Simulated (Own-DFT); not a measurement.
# Computed records: GaP (zincblende, atoms displaced)

All values are calculated (Own-DFT development build). A calculation, not a measurement: plane-wave PBE density functional theory by an unreviewed code, no spin, of a simulated periodic cell, stress positive in tension, free energy of the whole cell less one offset for each atom, forces on such cells passed a denser k mesh, this cell's mesh not checked; offsets are fitted by least squares, one for each functional and potential file, so energies compare only between cells with the same atoms and settings and are not formation energies; the far tail of each file's local potential was reset to the Coulomb form; each entry is a single point on an unrelaxed cell, so the pressure reflects the starting lattice, mostly measured values (interpolated for alloys), from which strain is counted, and rises with the displacements; printed positions are rounded, which can move forces by about a meV/angstrom; the program, named Own-DFT, is a retired in-house code; no spin-orbit coupling.

Settings shared by all entries: functional PBE; potential files PseudoDojo norm-conserving, scalar-relativistic, standard set; wave cutoff 42 hartree; occupations Fermi-Dirac; smearing width 0.1 eV; k mesh 2 x 3 x 3 centred on Gamma.

(1) GaP (zincblende, atoms displaced)

```cif
# cell vector a (Å): 16.3515 0.0000 0.0000
# cell vector b (Å): 0.0000 10.9010 0.0000
# cell vector c (Å): 0.0000 0.0000 10.9010
data_GaP
_symmetry_space_group_name_H-M 'P 1'
_symmetry_Int_Tables_number 1
_cell_length_a 16.3515
_cell_length_b 10.9010
_cell_length_c 10.9010
_cell_angle_alpha 90.000
_cell_angle_beta 90.000
_cell_angle_gamma 90.000
_cell_volume 1943.08
loop_
_atom_site_label
_atom_site_type_symbol
_atom_site_fract_x
_atom_site_fract_y
_atom_site_fract_z
_atom_site_occupancy
Ga1 Ga 0.99752 0.99950 0.00505 1
Ga2 Ga 0.99940 0.24943 0.24862 1
Ga3 Ga 0.16566 0.99969 0.25252 1
Ga4 Ga 0.16674 0.25194 0.00167 1
P1 P 0.08425 0.12524 0.12743 1
P2 P 0.08259 0.37410 0.37602 1
P3 P 0.24889 0.12347 0.37509 1
P4 P 0.25024 0.37722 0.12711 1
Ga5 Ga 0.99989 0.00057 0.49866 1
Ga6 Ga 0.99972 0.25365 0.74762 1
Ga7 Ga 0.16849 0.00130 0.74855 1
Ga8 Ga 0.16660 0.25079 0.50558 1
P5 P 0.08268 0.12332 0.62341 1
P6 P 0.08374 0.37466 0.87561 1
P7 P 0.25062 0.12388 0.87581 1
P8 P 0.24964 0.37510 0.62659 1
Ga9 Ga 0.99972 0.50247 0.99852 1
Ga10 Ga 0.00079 0.74767 0.25141 1
Ga11 Ga 0.16732 0.49887 0.25194 1
Ga12 Ga 0.16880 0.75120 0.00050 1
P9 P 0.08256 0.62713 0.12340 1
P10 P 0.08125 0.87720 0.37670 1
P11 P 0.24913 0.62589 0.37387 1
P12 P 0.25203 0.87546 0.12392 1
Ga13 Ga 0.99943 0.49823 0.50033 1
Ga14 Ga 0.99853 0.74892 0.75019 1
Ga15 Ga 0.16527 0.49829 0.75067 1
Ga16 Ga 0.16501 0.74745 0.50010 1
P13 P 0.08511 0.62607 0.62762 1
P14 P 0.08402 0.87482 0.87665 1
P15 P 0.24915 0.62922 0.87710 1
P16 P 0.25001 0.87615 0.62624 1
Ga17 Ga 0.33238 0.99751 0.00347 1
Ga18 Ga 0.33445 0.24914 0.25024 1
Ga19 Ga 0.49861 0.00038 0.25050 1
Ga20 Ga 0.50077 0.24822 0.00087 1
P17 P 0.41608 0.12627 0.12543 1
P18 P 0.41569 0.37690 0.37592 1
P19 P 0.58266 0.12709 0.37136 1
P20 P 0.58200 0.37566 0.12826 1
Ga21 Ga 0.33206 0.00321 0.49947 1
Ga22 Ga 0.33412 0.24895 0.75033 1
Ga23 Ga 0.50003 0.99940 0.75019 1
Ga24 Ga 0.50062 0.24671 0.50538 1
P21 P 0.41764 0.12148 0.62530 1
P22 P 0.41640 0.37155 0.87799 1
P23 P 0.58432 0.12752 0.87754 1
P24 P 0.58326 0.37387 0.62738 1
Ga25 Ga 0.33116 0.50160 0.00067 1
Ga26 Ga 0.33280 0.75004 0.24710 1
Ga27 Ga 0.50132 0.49769 0.24977 1
Ga28 Ga 0.49896 0.75320 0.99750 1
P25 P 0.41869 0.62500 0.12440 1
P26 P 0.41701 0.87488 0.37266 1
P27 P 0.58316 0.62327 0.37370 1
P28 P 0.57977 0.87620 0.12362 1
Ga29 Ga 0.33253 0.49725 0.50222 1
Ga30 Ga 0.33509 0.74701 0.75120 1
Ga31 Ga 0.49849 0.50339 0.74930 1
Ga32 Ga 0.50077 0.74769 0.49920 1
P29 P 0.41693 0.62434 0.62270 1
P30 P 0.41596 0.87581 0.87764 1
P31 P 0.58395 0.62272 0.87439 1
P32 P 0.58291 0.87631 0.62454 1
Ga33 Ga 0.66598 0.00018 0.99944 1
Ga34 Ga 0.66639 0.24900 0.25113 1
Ga35 Ga 0.83321 0.00155 0.24922 1
Ga36 Ga 0.83339 0.24944 0.99899 1
P33 P 0.74947 0.12658 0.12582 1
P34 P 0.75096 0.37471 0.37513 1
P35 P 0.91728 0.12523 0.37650 1
P36 P 0.91562 0.37367 0.12055 1
Ga37 Ga 0.66671 0.00079 0.50067 1
Ga38 Ga 0.66791 0.24736 0.75016 1
Ga39 Ga 0.83557 0.99875 0.75063 1
Ga40 Ga 0.83224 0.25241 0.49989 1
P37 P 0.74926 0.12668 0.62326 1
P38 P 0.74989 0.37693 0.87612 1
P39 P 0.91705 0.12474 0.87381 1
P40 P 0.91480 0.37252 0.62273 1
Ga41 Ga 0.66692 0.50169 0.99929 1
Ga42 Ga 0.66590 0.74723 0.24898 1
Ga43 Ga 0.83508 0.50102 0.25171 1
Ga44 Ga 0.83238 0.74801 0.00377 1
P41 P 0.75117 0.62126 0.12497 1
P42 P 0.75005 0.87819 0.37551 1
P43 P 0.91803 0.62221 0.37413 1
P44 P 0.91552 0.87554 0.12641 1
Ga45 Ga 0.66746 0.50048 0.49801 1
Ga46 Ga 0.66516 0.74987 0.74925 1
Ga47 Ga 0.83568 0.49973 0.74975 1
Ga48 Ga 0.83323 0.74697 0.50017 1
P45 P 0.75071 0.62471 0.62302 1
P46 P 0.74932 0.87834 0.87562 1
P47 P 0.91825 0.62473 0.87225 1
P48 P 0.91668 0.87647 0.62580 1
```

- stress yy: withheld

(2) GaP (zincblende, atoms displaced)

```cif
# cell vector a (Å): 16.3515 0.0000 0.0000
# cell vector b (Å): 0.0000 10.9010 0.0000
# cell vector c (Å): 0.0000 0.0000 10.9010
data_GaP
_symmetry_space_group_name_H-M 'P 1'
_symmetry_Int_Tables_number 1
_cell_length_a 16.3515
_cell_length_b 10.9010
_cell_length_c 10.9010
_cell_angle_alpha 90.000
_cell_angle_beta 90.000
_cell_angle_gamma 90.000
_cell_volume 1943.08
loop_
_atom_site_label
_atom_site_type_symbol
_atom_site_fract_x
_atom_site_fract_y
_atom_site_fract_z
_atom_site_occupancy
Ga1 Ga 0.99941 0.99802 0.00094 1
Ga2 Ga 0.99889 0.25009 0.24897 1
Ga3 Ga 0.16652 0.00472 0.24628 1
Ga4 Ga 0.16855 0.25348 0.99668 1
P1 P 0.08153 0.12391 0.12611 1
P2 P 0.08287 0.37497 0.37342 1
P3 P 0.25019 0.12769 0.37350 1
P4 P 0.24886 0.37210 0.12499 1
Ga5 Ga 0.00224 0.99896 0.49757 1
Ga6 Ga 0.00050 0.25020 0.75078 1
Ga7 Ga 0.16761 0.99927 0.74935 1
Ga8 Ga 0.16747 0.25054 0.49887 1
P5 P 0.08300 0.12369 0.62303 1
P6 P 0.08517 0.37839 0.87783 1
P7 P 0.25108 0.12569 0.87802 1
P8 P 0.25087 0.37709 0.62429 1
Ga9 Ga 0.00127 0.49976 0.00090 1
Ga10 Ga 0.99884 0.75126 0.25033 1
Ga11 Ga 0.16406 0.50017 0.24949 1
Ga12 Ga 0.16681 0.75277 0.00165 1
P9 P 0.08349 0.62351 0.12658 1
P10 P 0.08449 0.87427 0.37679 1
P11 P 0.24991 0.62429 0.37695 1
P12 P 0.25099 0.87599 0.12644 1
Ga13 Ga 0.99892 0.49978 0.49858 1
Ga14 Ga 0.99862 0.74816 0.75119 1
Ga15 Ga 0.16540 0.50091 0.75266 1
Ga16 Ga 0.16602 0.75135 0.49954 1
P13 P 0.08284 0.62577 0.62171 1
P14 P 0.07981 0.87680 0.87622 1
P15 P 0.25252 0.62625 0.87491 1
P16 P 0.25018 0.87713 0.62747 1
Ga17 Ga 0.33470 0.00225 0.99558 1
Ga18 Ga 0.33450 0.24825 0.24772 1
Ga19 Ga 0.49989 0.99746 0.25015 1
Ga20 Ga 0.49895 0.24966 0.99776 1
P17 P 0.41599 0.12512 0.12746 1
P18 P 0.41837 0.37459 0.37531 1
P19 P 0.58434 0.12320 0.37537 1
P20 P 0.58397 0.37670 0.12375 1
Ga21 Ga 0.33419 0.99869 0.50114 1
Ga22 Ga 0.33201 0.25025 0.74886 1
Ga23 Ga 0.50007 0.99944 0.74850 1
Ga24 Ga 0.50077 0.24854 0.50215 1
P21 P 0.41523 0.12539 0.62594 1
P22 P 0.41861 0.37231 0.87522 1
P23 P 0.58160 0.12499 0.87511 1
P24 P 0.58412 0.37493 0.62641 1
Ga25 Ga 0.33468 0.49852 0.00052 1
Ga26 Ga 0.33220 0.74739 0.24930 1
Ga27 Ga 0.49902 0.49977 0.25291 1
Ga28 Ga 0.50068 0.74788 0.00156 1
P25 P 0.41524 0.62627 0.12147 1
P26 P 0.41665 0.87762 0.37726 1
P27 P 0.58342 0.62303 0.37496 1
P28 P 0.58313 0.87740 0.12735 1
Ga29 Ga 0.33275 0.50364 0.50176 1
Ga30 Ga 0.33142 0.74895 0.74642 1
Ga31 Ga 0.49852 0.50116 0.74884 1
Ga32 Ga 0.50003 0.74882 0.49986 1
P29 P 0.41457 0.62581 0.62469 1
P30 P 0.41364 0.87596 0.87521 1
P31 P 0.58409 0.62604 0.87578 1
P32 P 0.58248 0.87500 0.62366 1
Ga33 Ga 0.66714 0.99820 0.99650 1
Ga34 Ga 0.66619 0.25266 0.24945 1
Ga35 Ga 0.83390 0.00150 0.24932 1
Ga36 Ga 0.83046 0.25071 0.99680 1
P33 P 0.74956 0.12614 0.12524 1
P34 P 0.75087 0.37713 0.37432 1
P35 P 0.91546 0.12372 0.37598 1
P36 P 0.91658 0.37522 0.12521 1
Ga37 Ga 0.66848 0.00099 0.49835 1
Ga38 Ga 0.66524 0.24851 0.74865 1
Ga39 Ga 0.83613 0.99917 0.74957 1
Ga40 Ga 0.83505 0.25106 0.50124 1
P37 P 0.74937 0.12618 0.62699 1
P38 P 0.74859 0.37409 0.87442 1
P39 P 0.91872 0.12109 0.87128 1
P40 P 0.91787 0.37385 0.62432 1
Ga41 Ga 0.66669 0.50084 0.99883 1
Ga42 Ga 0.66801 0.74934 0.25136 1
Ga43 Ga 0.83291 0.50053 0.24768 1
Ga44 Ga 0.83256 0.74898 0.99863 1
P41 P 0.75098 0.62673 0.12524 1
P42 P 0.75180 0.87297 0.37242 1
P43 P 0.91582 0.62648 0.37791 1
P44 P 0.91363 0.87391 0.12432 1
Ga45 Ga 0.66627 0.49976 0.50048 1
Ga46 Ga 0.66689 0.74923 0.74822 1
Ga47 Ga 0.83524 0.50285 0.74921 1
Ga48 Ga 0.83526 0.74942 0.49774 1
P45 P 0.75070 0.62367 0.62599 1
P46 P 0.75002 0.87469 0.87748 1
P47 P 0.91435 0.62836 0.87410 1
P48 P 0.91792 0.87749 0.62560 1
```

* stress zz: withheld
* pressure: withheld

**Q.** Estimate the stress yy of GaP (zincblende, atoms displaced) (entry 1).
**A.** -2.7 GPa

**Q.** GaP (zincblende, atoms displaced) (entry 2): stress zz?
**A.** -2.73 GPa

**Q.** GaP (zincblende, atoms displaced) (entry 2): pressure?
**A.** 2.73 GPa

**Q.** Give the table of force values for GaP (zincblende, atoms displaced) (entry 2).
**A.** 
Force:
```csv
element,x (eV/Å),y (eV/Å),z (eV/Å)
Ga,-0.226,0.162,0.227
Ga,-0.043,-0.105,0.205
Ga,0.12,-0.43,0.45
Ga,-0.391,-0.537,0.458
P,0.143,0.456,-0.577
P,-0.115,-0.098,0.193
P,0.135,-0.357,0.175
P,0.298,0.54,0.174
Ga,-0.334,0.069,0.129
Ga,0.283,0.01,-0.023
Ga,-0.35,0.259,0.372
Ga,-0.101,0.063,0.104
P,0.312,0.305,0.201
P,-0.467,-0.401,-0.398
P,-0.36,0.042,-0.596
P,-0.37,-0.059,0.185
Ga,-0.433,0.246,-0.01
Ga,0.075,-0.051,0.056
Ga,0.521,-0.162,0.147
Ga,-0.02,-0.118,-0.172
P,-0.16,0.523,-0.214
P,0,0.232,-0.686
P,-0.255,0.049,-0.304
P,-0.043,0.239,-0.23
Ga,0.187,-0.037,-0.005
Ga,0.215,0.236,-0.3
Ga,0.368,0.311,-0.388
Ga,0.315,-0.019,0.214
P,-0.038,-0.133,0.47
P,0.715,-0.376,-0.23
P,-0.531,-0.156,0.172
P,-0.145,-0.284,-0.493
Ga,-0.13,-0.163,0.772
Ga,-0.135,0.391,0.361
Ga,-0.041,0.404,0.172
Ga,0.264,-0.107,0.598
P,0.383,-0.219,-0.477
P,-0.481,-0.042,0.227
P,-0.154,0.253,-0.145
P,-0.349,-0.05,0.035
Ga,-0.326,0.389,-0.112
Ga,0.128,0.085,0.156
Ga,-0.262,-0.057,0.196
Ga,0.021,0,-0.126
P,0.204,-0.028,-0.061
P,-0.499,0.345,-0.283
P,0.243,-0.179,-0.105
P,-0.27,0.128,-0.142
Ga,-0.241,-0.22,-0.149
Ga,0.19,0.316,0.233
Ga,0.05,0.088,-0.561
Ga,-0.084,0.559,-0.185
P,0.295,-0.293,0.637
P,-0.079,-0.652,-0.322
P,0.026,0.276,0.046
P,0.208,-0.475,-0.316
Ga,0.198,-0.523,-0.343
Ga,0.225,0.26,0.402
Ga,0.226,-0.024,0.167
Ga,-0.045,0.064,-0.071
P,0.45,0.074,0.022
P,0.698,-0.444,-0.33
P,-0.213,-0.077,-0.279
P,0.322,-0.009,-0.018
Ga,-0.213,0.371,0.45
Ga,0.035,-0.139,0.103
Ga,-0.231,-0.029,-0.062
Ga,0.562,-0.282,0.11
P,-0.09,-0.138,-0.135
P,-0.038,-0.206,0.14
P,0.337,0.116,-0.045
P,-0.14,-0.077,-0.348
Ga,0.029,-0.276,0.1
Ga,0.034,0.056,0.311
Ga,-0.599,-0.017,-0.013
Ga,-0.438,-0.11,-0.1
P,0.345,-0.196,-0.18
P,0.144,0.329,-0.372
P,-0.275,0.629,0.635
P,0.002,0.26,0.274
Ga,0.144,0.006,0.177
Ga,-0.295,0.052,-0.135
Ga,0.179,0.118,0.253
Ga,-0.13,0.165,0.21
P,-0.261,-0.233,-0.186
P,-0.087,0.283,0.336
P,0.22,-0.387,-0.641
P,0.428,0.059,0.024
Ga,0.169,-0.054,0.022
Ga,0.008,0.207,0.125
Ga,-0.295,-0.552,0.064
Ga,-0.326,0.321,0.591
P,-0.018,0.253,-0.331
P,0.135,-0.049,-0.659
P,0.556,-0.556,0.316
P,-0.022,-0.412,-0.339
```

Further results for GaP (zincblende, atoms displaced) (entry 1):

- free energy of cell above offsets: -53.601 eV
- pressure: 2.71 GPa
- stress xx: -2.72 GPa
- stress zz: -2.72 GPa
- stress yz: 0.01 GPa
- stress xz: 0.17 GPa
- stress xy: -0.08 GPa

Force:
```csv
element,x (eV/Å),y (eV/Å),z (eV/Å)
Ga,0.508,0.09,-0.47
Ga,-0.018,0.149,0.085
Ga,0.164,-0.192,-0.223
Ga,0.177,-0.219,-0.029
P,-0.147,-0.049,-0.239
P,0.147,-0.056,-0.016
P,0.037,0.53,0.068
P,-0.031,-0.294,-0.069
Ga,-0.205,0.024,0.245
Ga,0.108,-0.441,0.144
Ga,-0.399,-0.121,0.297
Ga,-0.089,-0.157,-0.573
P,0.026,0.204,0.364
P,-0.204,0.041,0.015
P,-0.061,0.181,0.119
P,0.129,-0.053,0.223
Ga,0.083,-0.24,0.089
Ga,-0.119,0.357,-0.135
Ga,-0.417,0.178,-0.121
Ga,-0.454,0.225,0.11
P,0.395,-0.274,0.193
P,0.301,-0.514,-0.148
P,0.231,-0.046,0.232
P,-0.69,-0.046,0.511
Ga,0.289,0.117,0.207
Ga,0.489,0.435,-0.011
Ga,0.342,0.282,0.237
Ga,0.289,0.494,-0.031
P,-0.615,-0.332,-0.23
P,-0.215,0.213,-0.093
P,0.132,-0.696,-0.43
P,0.192,-0.413,-0.253
Ga,0.265,0.535,-0.339
Ga,-0.256,0.156,0.172
Ga,0.04,0.103,-0.093
Ga,-0.072,0.237,0.187
P,0.057,-0.248,-0.107
P,0.3,-0.438,0.185
P,-0.033,-0.347,0.587
P,0.513,-0.209,-0.533
Ga,0.201,-0.547,-0.047
Ga,0.037,-0.09,0.055
Ga,0.117,0.029,0.37
Ga,-0.056,0.391,-0.536
P,-0.304,0.246,0.098
P,-0.029,0.567,-0.253
P,-0.161,-0.354,-0.378
P,0.131,0.252,-0.108
Ga,0.385,-0.019,-0.041
Ga,0.306,-0.159,0.199
Ga,-0.472,0.269,0.168
Ga,0.211,-0.476,0.089
P,-0.224,-0.083,-0.031
P,-0.254,-0.088,0.429
P,0.085,0.031,0.121
P,0.641,-0.117,0.151
Ga,-0.119,0.324,-0.342
Ga,-0.185,0.411,-0.138
Ga,0.065,-0.641,0.22
Ga,-0.07,0.36,-0.161
P,-0.171,0.068,0.116
P,-0.027,0.066,-0.462
P,-0.256,0.474,0.066
P,-0.027,-0.208,-0.036
Ga,-0.026,0.033,0.335
Ga,0.125,0.318,-0.143
Ga,-0.038,0.084,0.185
Ga,-0.219,-0.103,-0.169
P,0.021,-0.132,-0.176
P,-0.158,0.14,-0.229
P,-0.289,0.16,-0.179
P,0.29,0.278,0.438
Ga,-0.199,0.157,-0.261
Ga,-0.067,0.432,0.128
Ga,-0.473,0.287,-0.097
Ga,0.009,-0.464,-0.194
P,0.369,-0.337,0.253
P,0.103,-0.197,-0.248
P,0.149,0.171,0.136
P,0.295,0.387,0.212
Ga,-0.178,-0.386,0.224
Ga,0.095,0.485,-0.079
Ga,-0.085,-0.476,-0.267
Ga,0.109,0.246,-0.548
P,-0.231,0.264,0.225
P,-0.038,-0.545,-0.137
P,-0.073,0.345,0.263
P,0.018,-0.383,0.226
Ga,-0.169,-0.246,0.241
Ga,0.33,0.077,0.033
Ga,-0.404,-0.022,-0.039
Ga,0.125,0.444,-0.214
P,-0.147,-0.081,0.389
P,0.145,-0.575,-0.067
P,-0.489,0.135,0.406
P,0.083,-0.366,-0.325
```

Further results for GaP (zincblende, atoms displaced) (entry 2):

* free energy of cell above offsets: -53.545 eV
* stress xx: -2.72 GPa
* stress yy: -2.74 GPa
* stress yz: -0.08 GPa
* stress xz: 0.08 GPa
* stress xy: 0.35 GPa
